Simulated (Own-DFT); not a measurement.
# How strain changes the stress of wurtzite GaN, 72 atoms (Ga36N36)

All numbers below are calculated, not measured. They come from Own-DFT, an in-house plane-wave density functional program, since retired, whose code no person has reviewed. Each row is one single-point run on a periodic cell that was not relaxed, without spin or spin-orbit coupling.

Settings of every run: PBE; PseudoDojo norm-conserving scalar-relativistic files; cutoff 42 hartree; 4 x 4 x 3 k mesh centred on Gamma; Fermi-Dirac smearing of 0.1 eV.

Known limits: forces not confirmed at this smearing and k mesh; stress not checked against mesh or cutoff.

Unstrained cell vectors in Å: (9.567, 0.000, 0.000); (-4.783, 8.285, 0.000); (0.000, 0.000, 10.370). The unstrained cell has measured lattice constants (interpolated for alloys), not those of this functional. That, the random moves and any unrelaxed bonds set the pressure at no strain. Each run strains this cell uniformly, with the atoms carried along. Every atom was also moved at random, by a Gaussian of width 0.05 Å on each axis. Strain is the symmetric tensor, in per cent. Stress is positive in tension, and the pressure is minus a third of its trace.

| run | e_xx (%) | e_yy (%) | e_zz (%) | s_xx (GPa) | s_yy (GPa) | s_zz (GPa) | P (GPa) | E (meV/atom) |
|---|---|---|---|---|---|---|---|---|
| 1 | -0.75 | -0.75 | 0.00 | -11.44 | -11.46 | -8.76 | 10.56 | 20.2 |
| 2 | -1.25 | -1.25 | 0.00 | -14.37 | -15.47 | -10.08 | 13.31 | 37.1 |
| 3 | -0.25 | -0.25 | 0.00 | -10.07 | -9.47 | -8.93 | 9.49 | 40.5 |
| 4 | -2.25 | -2.25 | 0.00 | -21.83 | -23.12 | -9.23 | 18.06 | 58.0 |
| 5 | 0.50 | 0.50 | 0.00 | -5.28 | -4.98 | -7.39 | 5.88 | 10.9 |
| 6 | 2.50 | 2.50 | 0.00 | 4.64 | 4.61 | -5.33 | -1.31 | 0.0 |
| 7 | -1.75 | -1.75 | 0.00 | -19.20 | -17.87 | -10.64 | 15.90 | 55.6 |
| 8 | 2.75 | 2.75 | 0.00 | 4.95 | 6.38 | -5.23 | -2.03 | 1.2 |
| 9 | 0.75 | 0.75 | 0.00 | ? | ? | ? | ? | ? |

E is the free energy for each atom above the lowest run shown.

## Worked fit

The change of volume is close to e_xx + e_yy + e_zz. A straight line through the runs shown gives P = 8.54 - 198 x (fractional change of volume) GPa, with an error of 6 on the slope and a scatter of 0.63 GPa. The strain isn't the same on all axes and the cell isn't cubic, so the slope belongs to this path and is not the bulk modulus.

## Withheld run

Question: what pressure should run 9 give? Its volume changes by 1.51 %.

The line gives 5.6 GPa. The calculation gave 4.75 GPa.
